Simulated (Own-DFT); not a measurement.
# How much smaller does PBEsol make it? C40 NbSi2, 36 atoms (Nb12Si24)

Source: density functional calculations with Own-DFT, an unreviewed in-house program that is no longer used. Nothing was measured or relaxed, and spin and spin-orbit coupling are left out.

Keep in mind: forces on such cells failed a check on a denser k mesh; stress not checked against mesh or cutoff.

Each geometry was run with PBE and with PBEsol, otherwise alike: PseudoDojo norm-conserving scalar-relativistic files made for PBE; cutoff 42 hartree; 4 x 4 x 5 k mesh centred on Gamma; cold (Marzari-Vanderbilt) smearing of 0.2 eV. Unstrained cell vectors in Å: (0.000, 8.324, 0.000); (-9.613, 0.000, 0.000); (0.000, 0.000, 6.586). Each has a uniform strain, of which the change of volume is shown, and random moves of rms u per axis.

| run | volume change (%) | u (Å) | P with PBE (GPa) | P with PBEsol (GPa) |
|---|---|---|---|---|
| 1 | 3.56 | 0.0546 | -2.39 | -5.88 |
| 2 | -1.34 | 0.0555 | 5.41 | 1.69 |
| 3 | 1.78 | 0.0521 | 0.03 | -3.54 |
| 4 | -2.51 | 0.0510 | 7.66 | 3.90 |
| 5 | 1.80 | 0.0506 | 0.03 | -3.54 |
| 6 | 4.77 | 0.0474 | -5.09 | -8.55 |
| 7 | 0.11 | 0.0445 | 2.14 | -1.51 |
| 8 | -0.32 | 0.0481 | 3.47 | -0.20 |
| 9 | 1.24 | 0.0503 | 0.50 | -3.10 |
| 10 | 0.12 | 0.0504 | 2.57 | -1.08 |
| 11 | 0.23 | 0.0466 | 2.23 | ? |

Question: by how much does PBEsol shrink this cell, and what belongs in the blank?

## Working it out

Write v for the change of volume as a fraction. Fitted to v and u², the PBE pressure has a slope of -167 ± 4 GPa in v, with the ions held to the strained lattice. The difference PBEsol less PBE is -3.65 + 4.3 v GPa (slope ± 0.1) and averages -3.61 GPa. Divided by the mean slope of the two, 165 GPa, that makes PBEsol's volume at a given pressure, near 0 GPa, about 2.2 % smaller, or 0.73 % in lengths. At one volume PBEsol's slope is the smaller by 4 GPa, but its pressure there is lower too. If stiffness rises by about 4 GPa for each GPa, PBEsol at equal pressure is stiffer by about 10 GPa. Files made for PBEsol would give a different shift.

For run 11 the line gives -1.42 GPa. The calculation gave -1.42 GPa.
